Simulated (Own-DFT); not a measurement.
# Slab less bulk: wurtzite GaN, m plane (10-10)

Everything here is calculated. The program is Own-DFT (plane waves, in-house, since retired, never reviewed by a person); positions were held fixed, and spin and spin-orbit coupling were off.

Known weak points (not all hold for every row): forces not confirmed at this smearing and k mesh; k mesh not checked against a denser one; forces on such cells passed a denser k mesh, each cell not checked.

Both sets of runs: PBE; PseudoDojo norm-conserving scalar-relativistic files (stringent for Ga); cutoff 96 hartree; Gaussian smearing of 0.01 eV. The slab has 64 atoms in 16 layers, two equal faces of 33.07 Å² as cut, 15 Å of vacuum, a dipole correction along the normal and a 6 x 6 x 1 mesh. The bulk cell has 96 atoms, the same measured lattice constants and a 3 x 4 x 3 mesh. In the slab only the 16 atoms nearest the faces were moved at random; u is their rms move along one axis. Energies are counted from -3520.29 eV for each atom.

```
slab run,u (Å),E (eV, cell)
1,0.0429,8.300
2,0.0470,8.478
3,0.0472,8.942
4,0.0495,8.742
5,0.0506,8.301
6,0.0883,11.400
7,0.0913,9.940
8,0.0915,10.863
9,0.0984,13.028
10,0.1100,12.346
11,0.1146,11.517
12,0.1161,11.834
```

```
bulk run,u (Å),E (meV/atom)
1,0.0179,-1.10
2,0.0186,0.38
3,0.0199,1.39
4,0.0199,2.05
5,0.0207,2.66
6,0.0456,46.60
7,0.0480,51.64
8,0.0485,54.51
9,0.0516,70.46
10,0.0533,73.56
```

Question: what is the energy of the unrelaxed surface?

## Working it out

Take each set to u = 0 with E = a + b u². Residuals are scaled by 1/(u² + 0.0006 Å²) to tame the large moves. Slab: a = 7.72 ± 0.19 eV. Bulk: a = -9.6 ± 0.5 meV/atom. The excess is 7.72 - 64 x (-0.0096) = 8.34 ± 0.19 eV. Over two faces that is 126 meV/Å², or 2.02 ± 0.05 J/m². Relaxing the faces would lower the energy, and the unlike meshes and the reach from the smallest u down to zero add errors that aren't counted here.
